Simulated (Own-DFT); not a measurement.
# Response to strain: wurtzite AlGaN with randomly placed atoms, 96 atoms (Al12Ga36N48)

These are calculations, not measurements. They come from Own-DFT, an in-house plane-wave density functional program, since retired, whose code no person has reviewed. Each row is one single-point run on a periodic cell that was not relaxed, without spin or spin-orbit coupling.

Settings of every run: PBE; PseudoDojo norm-conserving scalar-relativistic files (stringent for Ga); cutoff 96 hartree; 3 x 4 x 3 k mesh centred on Gamma; Gaussian smearing of 0.01 eV.

Known limits: k mesh not checked against a denser one; stress not checked against mesh or cutoff.

Unstrained cell vectors in Å: (12.679, 0.000, 0.000); (-4.755, 8.235, 0.000); (0.000, 0.000, 10.268). The unstrained cell has measured lattice constants (interpolated for alloys), not those of this functional. That, the random moves and any unrelaxed bonds set the pressure at no strain. Each run strains this cell uniformly, with the atoms carried along. Every atom was also moved at random, by a Gaussian of width 0.05 Å on each axis. The random placing of the alloy's atoms differs from row to row. Strain is the symmetric tensor, in per cent. Stress is positive in tension, and the pressure is minus a third of its trace.

```
run  e_xx (%)  e_yy (%)  e_zz (%)  s_xx (GPa)  s_yy (GPa)  s_zz (GPa)  P (GPa)  E (meV/atom)
  1      0.75      0.75      0.00       -3.50       -2.47       -7.36     4.44          14.5
  2     -0.75     -0.75      0.00      -10.65      -10.65       -8.58     9.96          13.4
  3     -1.50     -1.50      0.00      -13.34      -17.26       -9.78    13.46          31.3
  4      1.25      1.25      0.00       -0.28        0.72       -6.53     2.03           0.0
  5     -1.75     -1.75      0.00      -16.29      -18.52       -9.16    14.66          32.8
  6     -3.00     -3.00      0.00      -25.86      -28.83      -11.62    22.10          89.0
  7      3.00      3.00      0.00        7.40        6.31       -3.23    -3.49          11.9
  8     -2.25     -2.25      0.00      -20.63      -20.46      -11.38    17.49          52.4
  9     -1.00     -1.00      0.00           ?           ?           ?        ?             ?
```

E is the free energy for each atom above the lowest run shown.

## Worked fit

The change of volume is close to e_xx + e_yy + e_zz. A straight line through the runs shown gives P = 7.94 - 209 x (fractional change of volume) GPa, with an error of 10 on the slope and a scatter of 1.12 GPa. The strain isn't the same on all axes and the cell isn't cubic, so the slope belongs to this path and is not the bulk modulus.

## Withheld run

Question: what pressure should run 9 give? Its volume changes by -1.99 %.

The line gives 12.1 GPa. The calculation gave 11.71 GPa.
